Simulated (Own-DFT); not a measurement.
## Calculated data, Hf36O71 (tetragonal hafnia with one neutral oxygen vacancy, atoms displaced)

Computed with Own-DFT development build. A calculation, not a measurement: plane-wave PBE and HSE06 DFT by an unreviewed code, no spin, of a simulated cell at Gamma alone, so results move with cell size and shape, stress positive in tension, energies less offsets, not probed for a lower state with spin; hafnium file: forces about 75 meV/angstrom off all-electron values; oxygen file: force components 24 meV/angstrom off all-electron in a glass; k mesh not checked against a denser one; forces and stress are PBE's, HSE06 gives the energy alone, and its difference from PBE has offsets of its own; offsets are fitted by least squares, one for each functional and potential file, so energies compare only between cells with the same atoms and settings and are not formation energies; the far tail of each file's local potential was reset to the Coulomb form; each entry is a single point on an unrelaxed cell, so the pressure reflects the starting lattice, taken from the Materials Project, from which strain is counted, and rises with the displacements; printed positions are rounded, which can move forces by about a meV/angstrom; the program is a retired in-house code; no spin-orbit coupling.

Common to all runs: first functional PBE; second functional HSE06; exact exchange share 0.25; screening 0.11 1/bohr; exchange divergence Gygi-Baldereschi; potential files PseudoDojo norm-conserving, scalar-relativistic, made for PBE, standard set; wave cutoff 48 hartree; occupations fixed; k mesh 1 x 1 x 1 centred on Gamma.

(1) Hf36O71 (tetragonal hafnia with one neutral oxygen vacancy, atoms displaced)

```
Hf36O71
1.0
     10.7800     0.0000     0.0000
      0.0000    10.7800     0.0000
      0.0000     0.0000    10.4493
Hf O Hf O Hf O Hf O Hf O Hf O Hf O Hf O Hf O Hf O Hf O Hf O Hf O Hf O Hf O Hf O Hf O Hf O
2 4 2 4 2 4 2 3 2 4 2 4 2 4 2 4 2 4 2 4 2 4 2 4 2 4 2 4 2 4 2 4 2 4 2 4
Direct
  0.00419 0.00526 0.00071
  0.15980 0.16112 0.24966
  0.00202 0.16558 0.15150
  0.17057 0.99752 0.32907
  0.99839 0.15274 0.39976
  0.17408 0.99835 0.08948
  0.99873 0.99840 0.49137
  0.16524 0.18481 0.74850
  0.00666 0.16949 0.65513
  0.17227 0.01732 0.84306
  0.98709 0.15436 0.90430
  0.15822 0.00093 0.60747
  0.00276 0.34139 0.99761
  0.16689 0.49508 0.24994
  0.98920 0.49837 0.14970
  0.16650 0.33224 0.35136
  0.00245 0.51429 0.41015
  0.16635 0.33443 0.11054
  0.99155 0.31934 0.49901
  0.17471 0.50213 0.76292
  0.16077 0.34817 0.85481
  0.00513 0.49780 0.92324
  0.15745 0.33147 0.59170
  0.00017 0.65840 0.00353
  0.17548 0.82650 0.23951
  0.99324 0.82854 0.15591
  0.15522 0.66310 0.35362
  0.99249 0.83446 0.39563
  0.15763 0.67868 0.08080
  0.00487 0.67616 0.48538
  0.15645 0.83616 0.75453
  0.00417 0.82069 0.65267
  0.17365 0.67191 0.84876
  0.99217 0.83163 0.90102
  0.16327 0.66807 0.59385
  0.34164 0.00250 0.99947
  0.50781 0.15861 0.24047
  0.33421 0.15879 0.15889
  0.49938 0.00268 0.35105
  0.33454 0.16366 0.40964
  0.51145 0.00439 0.08209
  0.34108 0.00069 0.50027
  0.50650 0.16428 0.75380
  0.31763 0.16081 0.65348
  0.49729 0.99322 0.84879
  0.32905 0.16946 0.90853
  0.49780 0.99333 0.60859
  0.34941 0.34798 0.99718
  0.48917 0.48788 0.25217
  0.33869 0.50563 0.16563
  0.49294 0.32583 0.34749
  0.33202 0.49768 0.39796
  0.51127 0.32865 0.09634
  0.32610 0.34078 0.50601
  0.50445 0.49878 0.74538
  0.32928 0.51173 0.66099
  0.49887 0.34025 0.85608
  0.33845 0.49976 0.91463
  0.49278 0.33204 0.57479
  0.33091 0.66982 0.00303
  0.50288 0.83018 0.24844
  0.34735 0.83942 0.15895
  0.50450 0.66327 0.35322
  0.32986 0.84287 0.40763
  0.50617 0.66284 0.08788
  0.33906 0.66512 0.51910
  0.50983 0.83931 0.74688
  0.34026 0.83019 0.64418
  0.49324 0.66520 0.83627
  0.32408 0.84967 0.90694
  0.49594 0.66127 0.60125
  0.66989 0.00572 0.00940
  0.83749 0.16332 0.26386
  0.66283 0.17173 0.15352
  0.83266 0.98911 0.34234
  0.68102 0.16342 0.41045
  0.84494 0.00311 0.10146
  0.65352 0.01331 0.48923
  0.83809 0.15517 0.74996
  0.67117 0.16137 0.66269
  0.83169 0.00448 0.83743
  0.68294 0.15699 0.90278
  0.82620 0.00153 0.59177
  0.65651 0.33921 0.01165
  0.83030 0.49365 0.24327
  0.65506 0.49695 0.14425
  0.82924 0.32770 0.34271
  0.66533 0.49583 0.39241
  0.83063 0.33788 0.09605
  0.66641 0.33671 0.50538
  0.84136 0.50082 0.72633
  0.65322 0.49140 0.64597
  0.82587 0.32827 0.84137
  0.66976 0.50724 0.89061
  0.84950 0.33582 0.60211
  0.66473 0.67181 0.99968
  0.83248 0.83934 0.26449
  0.66917 0.82594 0.14488
  0.82654 0.66976 0.35578
  0.66237 0.83288 0.40539
  0.83197 0.66589 0.09416
  0.67031 0.65872 0.50640
  0.83180 0.82776 0.75297
  0.66889 0.83750 0.65520
  0.83155 0.66914 0.84831
  0.66149 0.83653 0.89915
  0.82354 0.66882 0.60398
```

- PBE energy of cell above offsets: -87.218 eV
- HSE06 less PBE above offsets: 0.505 eV
- PBE pressure: 6.5 GPa
- PBE stress xx: -7.05 GPa
- PBE stress yy: -5.49 GPa
- PBE stress zz: -6.95 GPa
- PBE stress yz: 1.72 GPa
- PBE stress xz: 0.83 GPa
- PBE stress xy: -0.21 GPa

Force:
```csv
element,x (eV/Å),y (eV/Å),z (eV/Å)
Hf,0.603,-2.157,0.01
Hf,2.532,1.098,-0.798
O,-0.812,0.27,0.63
O,-0.837,-1.112,1.345
O,-0.553,2.29,-1.086
O,-0.838,-0.523,0.609
Hf,0.727,-2.497,3.747
Hf,0.004,-2.798,1.237
O,-1.643,0.243,-1.512
O,-0.821,-1.469,0.099
O,0.665,3.67,-0.561
O,0.061,-0.852,-2.496
Hf,-1.314,-3.958,1.66
Hf,-1.294,-1.07,1.753
O,2.468,0.143,1.07
O,-0.664,0.016,-0.221
O,-0.985,-4.55,-0.744
O,0.733,0.983,-1.397
Hf,3.48,1.813,-0.808
Hf,-2.609,2.51,-1.892
O,0.493,-2.057,0.543
O,0.01,1.417,-3.564
O,0.483,1.082,1.222
Hf,-4.363,3.464,-0.703
Hf,-1.949,1.17,1.132
O,1.562,0.004,0.384
O,1.292,1.05,-2.483
O,0.492,1.446,0.001
O,3.956,-0.3,3.144
Hf,-0.075,-0.071,2.689
Hf,1.599,2.197,-0.515
O,-2.022,0.482,-0.575
O,0.313,-1.419,0.118
O,1.073,0.532,0.044
O,0.509,-0.649,0.69
Hf,-1.704,1.879,-0.565
Hf,-4.232,1.07,1.67
O,0.954,0.262,0.049
O,0.839,-0.141,-0.574
O,-0.397,1.023,0.246
O,-2.135,0.208,3.305
Hf,-2.602,0.205,1.383
Hf,-1.351,-1.449,0.868
O,3.383,1.066,0.239
O,0.066,2.842,-0.239
O,1.184,2.16,-0.215
O,0.871,1.821,-1.019
Hf,-2.163,-5.16,1.793
Hf,4.065,1.59,2.703
O,-3.023,0.291,-3.189
O,0.98,-0.579,-1.098
O,-0.143,0.468,1.034
O,-5.918,-0.108,2.78
Hf,-1.544,-2.173,-2.757
Hf,-0.445,2.003,2.298
O,0.749,-1.494,-0.644
O,0.064,-1.519,-1.076
O,-0.71,2.521,-1.331
O,1.614,-0.368,3.185
Hf,1.479,2.016,-1.839
Hf,2.636,-1.722,2.086
O,-1.767,-0.848,-1.481
O,-0.78,0.166,-1.198
O,0.067,-2.326,-1.286
O,-2.896,0.554,1.045
Hf,-2.125,1.92,-2.369
Hf,-1.172,-1.284,0.278
O,-0.881,-0.308,1.377
O,-0.496,0.284,0.767
O,0.047,-3.669,0.015
O,2.895,-0.404,0.323
Hf,3.87,-1.569,-2.501
Hf,0.302,-1.135,-3.72
O,2.761,-0.49,0.029
O,-0.514,5.352,2.6
O,0.066,3.434,-1.889
O,-2.213,0.33,0.274
Hf,1.053,-5.799,3.839
Hf,0.701,2.048,0.667
O,-2.071,1.219,-1.723
O,0.116,-3.804,1.359
O,-2.291,1.731,0.504
O,1.325,0.383,-1.178
Hf,7.016,1.02,-4.858
Hf,-1.633,1.868,-0.132
O,1.049,-0.319,0.703
O,0.846,0.948,1.577
O,0.509,-0.877,1.491
O,0.155,-0.057,0.466
Hf,-0.082,0.676,-1.259
Hf,-0.771,-0.249,3.733
O,3.238,-0.588,-1.879
O,1.115,1.692,-0.645
O,-0.917,-0.835,0.654
O,-3.713,1.155,-0.284
Hf,2.05,-0.458,-1.377
Hf,-0.05,-5.342,-4.228
O,-0.558,1.041,1.315
O,-0.089,-1.084,-0.296
O,-0.198,0.642,0.123
O,-0.275,-1.052,0.576
Hf,-1.581,1.63,-2.648
Hf,0.739,0.942,0.084
O,-0.162,-0.731,-0.713
O,0.641,-1.613,-0.634
O,0.289,0.14,0.358
O,1.591,-1.432,0.277
```

(2) Hf36O71 (tetragonal hafnia with one neutral oxygen vacancy, atoms displaced)

```
Hf36O71
1.0
     10.7800     0.0000     0.0000
      0.0000    10.7800     0.0000
      0.0000     0.0000    10.4493
Hf O Hf O Hf O Hf O Hf O Hf O Hf O Hf O Hf O Hf O Hf O Hf O Hf O Hf O Hf O Hf O Hf O Hf O
2 4 2 4 2 3 2 4 2 4 2 4 2 4 2 4 2 4 2 4 2 4 2 4 2 4 2 4 2 4 2 4 2 4 2 4
Direct
  0.00833 0.99097 0.00654
  0.16929 0.17357 0.25236
  0.99737 0.16946 0.15747
  0.17371 0.00059 0.34079
  0.00969 0.17135 0.41495
  0.16963 0.99635 0.11097
  0.99569 0.98625 0.48968
  0.16115 0.16942 0.73508
  0.99339 0.16411 0.65250
  0.16071 0.00756 0.83702
  0.99248 0.16152 0.88985
  0.16357 0.00904 0.60968
  0.00059 0.34024 0.99039
  0.17197 0.49903 0.23850
  0.98600 0.48680 0.15253
  0.18126 0.33068 0.35416
  0.01135 0.50229 0.39301
  0.99918 0.34035 0.50884
  0.17025 0.50490 0.75840
  0.00229 0.50103 0.66422
  0.17285 0.31789 0.84743
  0.01170 0.51396 0.90880
  0.16536 0.32884 0.60224
  0.00446 0.67087 0.99048
  0.17068 0.82340 0.25896
  0.00022 0.83558 0.15428
  0.15259 0.66447 0.34911
  0.01690 0.82401 0.41581
  0.16632 0.65388 0.11197
  0.99583 0.67275 0.49920
  0.16467 0.82673 0.72678
  0.00780 0.83152 0.66454
  0.16417 0.65764 0.84590
  0.98455 0.83650 0.90037
  0.16143 0.65243 0.60229
  0.32566 0.99101 0.99922
  0.49027 0.16979 0.23559
  0.34948 0.16620 0.14714
  0.50790 0.99659 0.34170
  0.32721 0.16343 0.39233
  0.50038 0.01438 0.09409
  0.33198 0.00452 0.49882
  0.50310 0.17602 0.73789
  0.34082 0.17228 0.63768
  0.50738 0.99944 0.84253
  0.33353 0.16492 0.91506
  0.51079 0.00093 0.59468
  0.34560 0.33498 0.99619
  0.49891 0.49903 0.25669
  0.34912 0.49410 0.15998
  0.50355 0.33956 0.33753
  0.32875 0.51466 0.40767
  0.48895 0.34543 0.10518
  0.34135 0.33809 0.50508
  0.50073 0.49882 0.75407
  0.33705 0.48680 0.64163
  0.51992 0.31897 0.84770
  0.33457 0.50728 0.90495
  0.49789 0.32224 0.60218
  0.33071 0.66619 0.99713
  0.51261 0.82409 0.24070
  0.33192 0.83468 0.14637
  0.49917 0.66511 0.34710
  0.33046 0.82901 0.40217
  0.48654 0.67407 0.08864
  0.33436 0.66508 0.50699
  0.49316 0.83604 0.74511
  0.34083 0.82583 0.64473
  0.49372 0.66205 0.83996
  0.33904 0.82750 0.90084
  0.50518 0.67562 0.59204
  0.66224 0.00825 0.00078
  0.83625 0.17176 0.25595
  0.66763 0.16746 0.15506
  0.83616 0.01225 0.34011
  0.66287 0.16820 0.39144
  0.84416 0.00793 0.11066
  0.67194 0.00891 0.51076
  0.84125 0.14431 0.75145
  0.66246 0.17035 0.63954
  0.83933 0.99208 0.85086
  0.67468 0.17140 0.89796
  0.82874 0.99438 0.60863
  0.66118 0.34147 0.00076
  0.82712 0.50825 0.26528
  0.65219 0.50122 0.14962
  0.82399 0.34274 0.35841
  0.66877 0.49316 0.39430
  0.81946 0.33058 0.09034
  0.68359 0.32671 0.49808
  0.83926 0.50574 0.75479
  0.65729 0.49557 0.65541
  0.84424 0.32908 0.84335
  0.67391 0.50993 0.88967
  0.83442 0.32464 0.60134
  0.66709 0.67915 0.99780
  0.82811 0.83051 0.23902
  0.67508 0.83336 0.16617
  0.83839 0.67974 0.34987
  0.66221 0.83073 0.40596
  0.82578 0.66780 0.11373
  0.66456 0.66340 0.50076
  0.83981 0.82008 0.74801
  0.66192 0.82845 0.66069
  0.83548 0.65527 0.85106
  0.65523 0.84622 0.89425
  0.83690 0.66449 0.58269
```

* PBE energy of cell above offsets: -86.643 eV
* HSE06 less PBE above offsets: 0.614 eV
* PBE pressure: 5.28 GPa
* PBE stress xx: -6.74 GPa
* PBE stress yy: -4.22 GPa
* PBE stress zz: -4.87 GPa
* PBE stress yz: -0.42 GPa
* PBE stress xz: -1.09 GPa
* PBE stress xy: 0.28 GPa

Force:
```csv
element,x (eV/Å),y (eV/Å),z (eV/Å)
Hf,-1.073,2.766,-0.033
Hf,0.268,-0.455,0.051
O,1.763,1.077,-0.366
O,-1.073,-0.853,1.694
O,-0.392,-0.593,-0.722
O,-0.311,0.377,-1.922
Hf,0.522,4.927,0.959
Hf,0.236,-0.503,1.036
O,0.831,-0.013,-1.073
O,0.653,-2.785,1.647
O,0.504,0.177,1.968
O,0.283,-2.078,-2.815
Hf,-1.408,-1.946,1.179
Hf,-0.898,-0.715,1.632
O,1.293,-0.22,-0.307
O,-0.467,1.307,-1.438
O,-1.566,-0.493,1.734
Hf,0.849,-0.59,-0.863
Hf,0.441,-3.876,-2.017
O,-0.102,-0.357,-0.704
O,-0.658,3.285,0.814
O,-0.296,-2.962,-1.262
O,-0.048,0.319,-0.467
Hf,-0.43,0.914,3.567
Hf,1.237,1.334,-1.006
O,0.706,-0.694,-0.317
O,0.877,-0.26,0.095
O,-0.343,3.116,-1.674
O,-0.216,0.734,-2.17
Hf,2.368,-5.024,-1.066
Hf,4.978,1.652,3.849
O,-3.988,-0.224,-3.278
O,-0.008,4.334,1.336
O,1.064,-1.972,0.136
O,0.863,1.313,0.339
Hf,0.951,1.501,-0.013
Hf,5.55,-0.976,4.534
O,-7.019,0.521,-2.126
O,-0.905,-0.29,-0.484
O,0.991,0.022,0.867
O,-0.059,-1.778,-0.682
Hf,1.046,0.295,-1.583
Hf,0.02,-2.943,0.434
O,-1.436,-1.011,0.706
O,-0.884,0.898,-0.27
O,0.502,-0.146,-1.067
O,-2.525,-0.505,0.245
Hf,-2.675,-1.4,0.304
Hf,1.189,0.21,0.142
O,-4.233,0.787,-1.422
O,-1.115,-1.611,2.28
O,0.118,-2.103,-0.894
O,2.911,-1.304,-1.412
Hf,-1.409,-0.65,-1.645
Hf,0.592,-0.694,-0.654
O,-0.098,1.215,2.144
O,-1.547,3.772,0.996
O,-0.083,-2.305,-1.215
O,1.44,1.175,-0.769
Hf,-0.278,1.115,1.017
Hf,-3.745,1.812,3.206
O,0.103,-0.148,0.518
O,0.677,0.818,-0.01
O,-0.689,0.132,0.315
O,3.464,0.756,0.341
Hf,0.465,0.978,-1.174
Hf,2.216,0.457,1.427
O,-2.937,0.621,-0.293
O,0.32,0.803,0.314
O,-0.842,0.526,-0.839
O,-1.178,-1.022,0.525
Hf,0.905,2.293,-0.757
Hf,-1.454,1.225,-2.017
O,-0.23,-0.007,-0.951
O,1.079,-3.33,2.93
O,1.063,-0.045,1.869
O,-1.257,-0.987,-1.881
Hf,-2.071,-0.311,-3.316
Hf,-1.161,2.857,1.513
O,1.857,-0.646,0.373
O,-0.73,-1.695,0.009
O,0.321,-1.265,0.59
O,2.15,-0.899,-0.744
Hf,0.649,-0.589,0.244
Hf,0.193,-0.418,-2.194
O,1.935,0.809,-0.577
O,1.57,-1.106,-0.527
O,0.244,2.158,1.485
O,1.938,0.273,0.281
Hf,-2.574,-0.35,-0.224
Hf,-2.293,-4.958,-1.146
O,1.958,0.495,-1.035
O,0.38,2.178,-0.195
O,-0.815,-0.221,1.88
O,0.845,1.06,-0.019
Hf,-1.023,-1.713,-0.307
Hf,3.83,1.768,2.276
O,-3.055,0.094,-4.52
O,0.277,-1.405,0.691
O,0.796,0.176,0.324
O,0.45,0.315,-2.276
Hf,-0.968,0.709,-1.089
Hf,-2.886,2.627,1.02
O,2.301,-0.615,-0.438
O,0.38,3.591,1.067
O,1.342,-2.769,2.307
O,-1.304,0.149,3.053
```

(3) Hf36O71 (tetragonal hafnia with one neutral oxygen vacancy, atoms displaced)

```
Hf36O71
1.0
     10.7800     0.0000     0.0000
      0.0000    10.7800     0.0000
      0.0000     0.0000    10.4493
Hf O Hf O Hf O Hf O Hf O Hf O Hf O Hf O Hf O Hf O Hf O Hf O Hf O Hf O Hf O Hf O Hf O Hf O
2 4 2 4 2 3 2 4 2 4 2 4 2 4 2 4 2 4 2 4 2 4 2 4 2 4 2 4 2 4 2 4 2 4 2 4
Direct
  0.00019 0.00599 0.99376
  0.16769 0.16250 0.24085
  0.00226 0.16228 0.15527
  0.17330 0.99573 0.35105
  0.99664 0.16627 0.39988
  0.16744 0.99370 0.09895
  0.99677 0.00214 0.49644
  0.16831 0.16274 0.74500
  0.00200 0.16047 0.64927
  0.16860 0.00184 0.85486
  0.99523 0.16442 0.90818
  0.17200 0.00296 0.59227
  0.00481 0.32980 0.00261
  0.17448 0.50230 0.24652
  0.99749 0.50413 0.15709
  0.00699 0.49853 0.40548
  0.17158 0.32529 0.09791
  0.00265 0.32818 0.49983
  0.16407 0.50062 0.74730
  0.99601 0.50295 0.64245
  0.16320 0.33569 0.84683
  0.00411 0.50424 0.90320
  0.17444 0.33561 0.59202
  0.00506 0.67316 0.99492
  0.16702 0.83112 0.25410
  0.99937 0.83501 0.14828
  0.16601 0.67041 0.34643
  0.00378 0.82849 0.39749
  0.16216 0.66968 0.10151
  0.00633 0.66430 0.50429
  0.17957 0.83463 0.74786
  0.99723 0.83350 0.64730
  0.16516 0.67148 0.85147
  0.99900 0.82985 0.90573
  0.17304 0.66657 0.59312
  0.32787 0.99874 0.99045
  0.50265 0.16709 0.25145
  0.33056 0.16404 0.14865
  0.50499 0.99405 0.35303
  0.33513 0.15733 0.40583
  0.50553 0.00457 0.09964
  0.34189 0.99785 0.50369
  0.49630 0.16408 0.74481
  0.33463 0.17075 0.64937
  0.49667 0.00377 0.84588
  0.32968 0.17093 0.89594
  0.50567 0.99000 0.59203
  0.33788 0.33181 0.99788
  0.49979 0.50746 0.24623
  0.33258 0.50191 0.15966
  0.49999 0.33200 0.34922
  0.34232 0.49650 0.40344
  0.49977 0.32717 0.09798
  0.33305 0.33244 0.50180
  0.49911 0.49836 0.75029
  0.32922 0.50551 0.65697
  0.50208 0.33089 0.85193
  0.33106 0.49214 0.90983
  0.49899 0.32815 0.59881
  0.33398 0.67253 0.00477
  0.50173 0.83794 0.24737
  0.33546 0.83534 0.15195
  0.49642 0.66826 0.34487
  0.34178 0.83147 0.39745
  0.49956 0.67713 0.10670
  0.34014 0.66603 0.49730
  0.49857 0.83866 0.75229
  0.33440 0.83648 0.64914
  0.49992 0.66084 0.84448
  0.33426 0.83613 0.90619
  0.49351 0.66046 0.59182
  0.66313 0.00037 0.99399
  0.82943 0.17004 0.24855
  0.66649 0.16491 0.15227
  0.83772 0.00477 0.35920
  0.66377 0.17726 0.39710
  0.83323 0.00481 0.09479
  0.67030 0.00178 0.49809
  0.83650 0.16379 0.75063
  0.65445 0.16037 0.65194
  0.83132 0.00351 0.84395
  0.66783 0.16975 0.89922
  0.84584 0.99707 0.59702
  0.66636 0.34044 0.99784
  0.82810 0.49997 0.25327
  0.66227 0.50010 0.14791
  0.82803 0.33206 0.34981
  0.66828 0.49071 0.39801
  0.82807 0.33169 0.09483
  0.67170 0.33636 0.49965
  0.82573 0.49541 0.74881
  0.67819 0.48671 0.65696
  0.83355 0.33526 0.85196
  0.66801 0.49943 0.90086
  0.83437 0.33710 0.59515
  0.66635 0.67095 0.00305
  0.82866 0.84747 0.25619
  0.66571 0.82588 0.15663
  0.82258 0.66237 0.34337
  0.66521 0.82422 0.39367
  0.83595 0.66340 0.09699
  0.66690 0.66404 0.50464
  0.83641 0.83695 0.75506
  0.67081 0.82821 0.65179
  0.82766 0.65131 0.85496
  0.67490 0.82697 0.90184
  0.83216 0.66168 0.59007
```

- PBE energy of cell above offsets: -96.534 eV
- HSE06 less PBE above offsets: 0.099 eV
- PBE pressure: 2.15 GPa
- PBE stress xx: -2.63 GPa
- PBE stress yy: -1.47 GPa
- PBE stress zz: -2.33 GPa
- PBE stress yz: 0.36 GPa
- PBE stress xz: -0.15 GPa
- PBE stress xy: 0.03 GPa

Force:
```csv
element,x (eV/Å),y (eV/Å),z (eV/Å)
Hf,0.249,-2.76,2.83
Hf,0.851,-0.041,1.828
O,-0.821,0.235,-0.784
O,-0.548,0.536,-0.706
O,0.505,0.285,0.098
O,-0.158,0.582,-0.997
Hf,2.634,-1.171,-0.821
Hf,0.691,1.044,0.175
O,0.047,0.663,0.607
O,-0.039,-0.429,-1.132
O,0.071,1.12,-1.747
O,-0.453,-0.126,1.432
Hf,-0.707,2.512,0.103
Hf,-3.158,-0.337,1.466
O,0.951,-1.122,0.077
O,0.104,-0.643,-0.194
O,-0.607,0.506,0.107
Hf,0.09,1.58,-0.76
Hf,-1.297,0.156,0.667
O,1.077,-0.232,1.467
O,-0.464,-1.152,-0.749
O,0.666,-1.2,0.076
O,-2.11,-0.289,0.603
Hf,-1.77,-2.217,2.026
Hf,-0.846,0.927,-0.766
O,-0.531,0.393,0.95
O,0.611,-1.472,0.385
O,-0.802,0.86,0.443
O,1.978,-0.194,-0.484
Hf,-0.674,-0.252,-1.015
Hf,-2.919,-0.6,-0.231
O,1.251,-0.295,1.234
O,0.984,0.091,-0.903
O,-0.705,2.533,-1.905
O,-0.21,0.501,1.06
Hf,0.193,2.121,3.089
Hf,-0.75,0.568,0.075
O,0.944,-0.374,0.069
O,0.649,1.592,-0.187
O,0.13,1.372,-0.262
O,-0.752,-0.622,-0.88
Hf,-1.556,-0.306,-2.392
Hf,0.242,2.409,0.914
O,-0.427,-0.887,0.233
O,0.196,-1.342,0.254
O,-0.068,-1.047,-0.123
O,0.095,-0.127,1.59
Hf,0.06,-0.954,0.677
Hf,0.304,-1.364,1.449
O,1.099,0.333,-1.614
O,-0.309,0.299,-0.734
O,-0.931,0.582,0.193
O,-0.047,0.274,0.073
Hf,1.595,-0.642,-1.89
Hf,-0.012,-1.225,0.041
O,0.988,-0.449,0.163
O,-0.287,0.216,-0.886
O,0.257,2.262,-0.438
O,0.414,0.818,0.33
Hf,-0.676,-1.201,0.749
Hf,-0.711,-0.786,0.648
O,-0.331,-0.138,-0.688
O,0.309,-0.439,0.336
O,-0.296,0.247,0.927
O,-0.528,-0.963,-1.602
Hf,-1.474,-0.332,-1.829
Hf,1.252,-1.231,-0.827
O,1.1,-0.078,0.675
O,-0.44,1.653,0.285
O,0.356,-1.002,-1.781
O,2.398,-0.026,1.561
Hf,0.643,1.24,1.171
Hf,0.217,0.75,-0.327
O,0.118,-0.267,0.076
O,-0.979,0.143,-0.695
O,0.398,-2.571,0.584
O,-0.677,-0.4,0.128
Hf,-0.084,-0.041,-0.555
Hf,-1.286,1.853,-0.145
O,2.952,-0.595,-0.644
O,0.172,-0.735,0.394
O,0.112,-0.953,0.203
O,-3.23,0.381,1.076
Hf,-0.227,-0.833,0.15
Hf,1.008,0.771,-1.09
O,0.061,0.043,-0.032
O,0.72,-0.115,-0.202
O,-0.556,1.881,0.61
O,1.316,-0.374,0.605
Hf,-1.182,-0.36,-0.181
Hf,3.769,0.583,1.671
O,-4.737,0.775,-1.855
O,0.35,-1.211,-0.812
O,-0.924,0.405,-0.057
O,0.593,-1.457,0.531
Hf,2.044,-1.771,0.849
Hf,1.447,-3.231,-1.297
O,0.945,0.864,-1.102
O,0.269,0.959,0.316
O,0.524,1.637,1.665
O,-0.829,0.255,-0.503
Hf,0.91,0.187,-1.925
Hf,0.425,-2.218,-0.627
O,-0.699,0.314,0.372
O,0.301,2.643,-1.258
O,-0.803,1.955,-0.459
O,-0.006,0.306,0.727
```
